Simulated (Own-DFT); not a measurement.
Simulation results for SiC (4H silicon carbide, atoms displaced)

A calculation, not a measurement: plane-wave PBE density functional theory by an unreviewed code, no spin, of a simulated periodic cell, stress positive in tension, free energy of the whole cell less one offset for each atom, forces on such cells passed a denser k mesh, this cell's mesh not checked; offsets are fitted by least squares, one for each functional and potential file, so energies compare only between cells with the same atoms and settings and are not formation energies; the far tail of each file's local potential was reset to the Coulomb form; each entry is a single point on an unrelaxed cell, so the pressure reflects the starting lattice, mostly measured values (interpolated for alloys), from which strain is counted, and rises with the displacements; printed positions are rounded, which can move forces by about a meV/angstrom; the program, named Own-DFT, is a retired in-house code; no spin-orbit coupling. Program: Own-DFT development build.

```xyz
32
Lattice="6.1654 0.0000 0.0000 -3.0827 5.3394 0.0000 0.0000 0.0000 10.0681" Properties=species:S:1:pos:R:3:force_x:R:1:force_y:R:1:force_z:R:1 formula=SiC functional=PBE potential_files=PseudoDojo_norm-conserving,scalar-relativistic,standard_set wave_cutoff=42 occupations=Fermi-Dirac smearing_width=0.1 hardware=one_NVIDIA_H100 k_mesh=5_x_5_x_3_centred_on_Gamma free_energy_of_cell_above_offsets=-4.668 pressure=3.85 stress_xx=-3.08 stress_yy=-3.01 stress_zz=-5.47 stress_yz=0.1 stress_xz=-0.6 stress_xy=0.27 wall_time=121.3
Si     3.0930     5.2856     4.0769       -0.3      1.865      0.641
Si    -0.0188     1.7728     1.5656      1.536     -0.267      0.535
C      0.0144     0.0183     0.8895     -0.179     -0.633      1.469
C      0.0317     1.8067     3.4321      -0.53     -0.842      0.977
Si     4.6190     2.6293     4.1265      0.527      0.789     -0.985
Si    -1.5668     4.4345     1.5766      0.923      0.101      0.049
C     -1.4588     2.6141     0.9323     -2.446      1.436      0.195
C     -1.5413     4.5088     3.4971     -0.048      -2.16     -0.953
Si    -0.0299     5.3370     4.1067       1.05     -0.272     -0.117
Si     3.0778     1.8118     1.6069      0.335       -0.6     -1.655
C      3.0689     0.0249     0.9601     -0.028     -0.253      0.232
C      3.0854     1.7381     3.4127      0.461        0.7      1.917
Si     1.5922     2.6700     4.0819     -0.845     -0.469      0.177
Si     1.5516     4.4418     1.5238     -0.405      0.587      0.802
C      1.5270     2.6834     0.9406      0.406     -0.495     -0.074
C      1.5701     4.4217     3.4771     -0.637      0.615     -0.576
Si    -3.0444     5.3175     9.1462     -1.075     -0.032       -1.5
Si     3.0584     3.6243     6.6214      0.491     -1.747      0.321
C     -3.0395     5.3312     6.0002     -1.258      1.012     -0.422
C      3.0861     3.5050     8.5398      0.337      0.998     -0.462
Si     4.6338     2.6317     9.1305      0.625      0.542     -0.642
Si     4.5795     0.8894     6.6072      0.943      0.201     -0.005
C     -1.5411     2.6966     5.9805     -0.468      -0.51      0.312
C      4.5963     0.8875     8.4798      0.742      -0.53      0.697
Si     3.0502     0.0211     9.1676      1.265     -0.791     -0.526
Si    -0.0016     3.6035     6.5911      0.299     -1.937      0.593
C     -0.0518     5.3073     6.0184      1.166      1.324     -1.375
C      0.0355     3.5843     8.4801     -0.634     -0.531      0.612
Si     1.5551     2.6376     9.1245     -0.509      0.702      -0.04
Si     1.5627     0.8512     6.6611     -0.754      1.484     -0.895
C      1.5574     2.6848     5.9703     -0.131      -0.41      0.316
C      1.5688     0.8723     8.5059      -0.86      0.124      0.382
```

Units: wave_cutoff in hartree; smearing_width, free_energy_of_cell_above_offsets in eV; pressure, stress_xx, stress_yy, stress_zz, stress_yz, stress_xz, stress_xy in GPa; wall_time in s; force_x, force_y, force_z in eV/Å.
